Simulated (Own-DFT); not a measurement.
# How strain changes the stress of beta-Si3N4, 112 atoms (N64Si48)

Everything here is calculated. The program is Own-DFT (plane waves, in-house, since retired, never reviewed by a person); positions were held fixed, and spin and spin-orbit coupling were off.

Settings: PBE; PseudoDojo norm-conserving scalar-relativistic files; cutoff 42 hartree; 2 x 2 x 4 k mesh centred on Gamma; Fermi-Dirac smearing of 0.1 eV.

Known weak points: forces on such cells moved up to 12 meV/angstrom on a denser k mesh; stress not checked against mesh or cutoff.

Unstrained cell vectors in Å: (15.212, 0.000, 0.000); (-7.606, 13.174, 0.000); (0.000, 0.000, 5.818). The unstrained cell has measured lattice constants (interpolated for alloys), not those of this functional. That, the random moves and any unrelaxed bonds set the pressure at no strain. In each run the cell takes a homogeneous strain; fractional positions stay. Random moves of width 0.05 Å per axis were added to every atom. Stress is counted positive in tension, P = -(s_xx + s_yy + s_zz)/3, and strain components are those of the symmetric tensor.

```
run  e_xx (%)  e_yy (%)  e_zz (%)  e_yz (%)  e_xz (%)  e_xy (%)  s_xx (GPa)  s_yy (GPa)  s_zz (GPa)  s_yz (GPa)  s_xz (GPa)  s_xy (GPa)  P (GPa)  E (meV/atom)
  1      1.69     -0.64     -0.91     -0.55      1.89      1.43        0.15       -9.83      -17.15       -1.40        5.55        5.94     8.95          46.2
  2      0.06      0.96     -1.42      0.33      0.42     -0.50       -5.59       -4.97      -18.33        0.66        2.35       -2.77     9.63           4.0
  3     -1.17      0.67      0.15      0.48     -1.20     -0.05      -11.21       -5.57      -11.12        1.10       -4.30       -0.36     9.30          19.3
  4     -1.36      1.44     -0.23      1.37     -1.67      1.41      -14.95       -2.26      -10.91        4.60       -3.54        4.82     9.37          36.2
  5     -0.56      0.47      1.53      1.37      0.76     -1.72       -8.25       -6.04        0.83        4.17        2.34       -6.00     4.49           8.3
  6      1.56     -0.04     -0.77      1.64     -0.78     -1.27        0.88       -5.85      -15.51        3.11       -2.68       -2.81     6.83          20.7
  7      0.36     -1.50     -0.42     -1.65      1.17     -0.01       -9.90      -13.97      -15.69       -5.03        5.48       -1.01    13.19          30.8
  8     -0.51     -0.89      1.50     -1.61     -0.55      1.30      -11.40       -9.99       -3.96       -6.82       -1.32        7.24     8.45          34.2
  9     -1.31      0.96      1.50      1.41     -0.65     -0.18      -10.51       -2.15       -2.07        4.18       -0.92       -1.48     4.91           2.1
 10     -1.01     -0.15      0.90     -0.23      1.62      1.48      -11.73       -8.17       -6.07       -0.91        5.37        3.83     8.65           9.2
 11     -1.47      0.66      0.38      0.04     -0.74     -1.91      -14.25       -5.42       -7.66       -0.04       -3.55       -7.41     9.11          10.4
 12     -0.95     -1.60      0.10      0.39     -1.02     -0.54      -14.92      -17.80      -12.44        0.95       -2.84       -2.50    15.05          38.5
 13      1.82     -1.51     -0.36      1.40      1.36     -0.48        0.23      -12.80      -12.69        4.89        3.61       -0.67     8.42           5.7
 14     -0.61      1.82      1.48      1.26     -1.71     -0.15       -5.78        1.83        0.75        3.51       -5.14       -0.32     1.07           0.0
 15      0.99      0.51     -1.56     -1.98     -1.98     -0.70           ?           ?           ?           ?           ?           ?        ?             ?
```

E is the free energy per atom, counted from the lowest run shown.

## Analysis

Least squares on the runs shown: each stress against a constant and the strains, taken as fractions with shears doubled. Shear strains stay in the fit of a normal stress only where such slopes are resolved. The slopes, in GPa:

| stress | at no strain | per e_xx | per e_yy | per e_zz | scatter |
|---|---|---|---|---|---|
| s_xx | -7.3 | 575 ± 37 | 194 ± 33 | 103 ± 39 | 1.16 |
| s_yy | -7.5 | 133 ± 30 | 485 ± 26 | 112 ± 31 | 0.92 |
| s_zz | -10.9 | 65 ± 34 | 132 ± 30 | 638 ± 36 | 1.07 |

The slope of each shear stress on twice its own strain, from a fit on all six strains: yz 173 ± 13, xz 156 ± 16, xy 184 ± 11 GPa. These are stiffnesses along x, y and z of the frame in which the cell vectors are given, with the crystal's c axis along z: C11, C12, C13 and C33. Hexagonal symmetry asks that xx and yy behave alike, which is a second check on the noise. The atoms are held to the strained lattice; where symmetry lets them move under strain, relaxing them would lower some slopes. Slopes across the diagonal should nearly agree, so their difference gauges the noise. A ninth of the table's sum, 271 ± 10 GPa, estimates the bulk modulus near the mean pressure of these runs, 8.4 GPa, so it lies above the value at zero pressure.

## Test on the hidden row

The question: what normal stresses and pressure should run 15 give?

Estimate: s_xx = -2.2, s_yy = -5.5, s_zz = -19.5 and P = 9.1 GPa. DFT gave -2.06, -8.54, -19.65 and P = 10.09 GPa.
